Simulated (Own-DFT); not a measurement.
# Energy and forces against displacement in beta-Si3N4, 112 atoms (N64Si48)

All numbers below are calculated, not measured. The program, named Own-DFT, is a retired in-house plane-wave density functional code that no person has reviewed. Each row is one single-point run on a periodic cell that was not relaxed, without spin or spin-orbit coupling.

Settings of every run: PBEsol; PseudoDojo norm-conserving scalar-relativistic files, made for PBE; cutoff 42 hartree; 2 x 2 x 4 k mesh centred on Gamma; Fermi-Dirac smearing of 0.1 eV.

Known limits, some of them of some rows only: some atoms lie very close together; forces on such cells moved up to 12 meV/angstrom on a denser k mesh; stress not checked against mesh or cutoff.

Cell vectors in Å: (15.212, 0.000, 0.000); (-7.606, 13.174, 0.000); (0.000, 0.000, 5.818). In each run every atom was moved at random and independently from its ideal site; u is the rms move along one axis. E is the free energy for each atom above the fitted value at u = 0, and F the rms of the force components.

```
run,u (Å),E (meV/atom),F (eV/Å),largest force (eV/Å),P (GPa)
1,0.0181,19.8,0.808,3.14,2.99
2,0.0203,?,?,?,?
3,0.0208,20.4,0.791,2.86,3.08
4,0.0508,125.7,2.138,10.54,5.92
5,0.0533,125.9,2.166,9.22,6.03
6,0.0936,504.5,5.799,44.12,15.86
7,0.0990,510.9,5.118,39.23,16.09
8,0.1384,962.4,6.740,35.77,27.91
```

## Worked fit

For small independent moves the energy grows as E = (3/2) K u², with K the mean stiffness felt by one atom. The runs with u up to 0.11 Å give K = 34.2 ± 2.0 eV/Å², with residuals divided by u² + 0.0006 Å², since the noise grows with the moves. The scatter is 14.4 meV/atom at u = 0.05 Å. The forces follow F = G u with G = 47.2 eV/Å²; no force at u = 0 is resolved. G exceeds K because the moves of its neighbours add to the force on an atom, and stiffness differs between atoms. The pressure follows P = 2.30 + 1461 u² GPa: at fixed volume, shortened bonds push harder than stretched ones pull.

## Withheld run

Question: what energy and rms force should run 2 give?

The fit gives 21 ± 5 meV/atom and about 0.96 eV/Å. The calculation gave 22.3 meV/atom and 0.848 eV/Å.
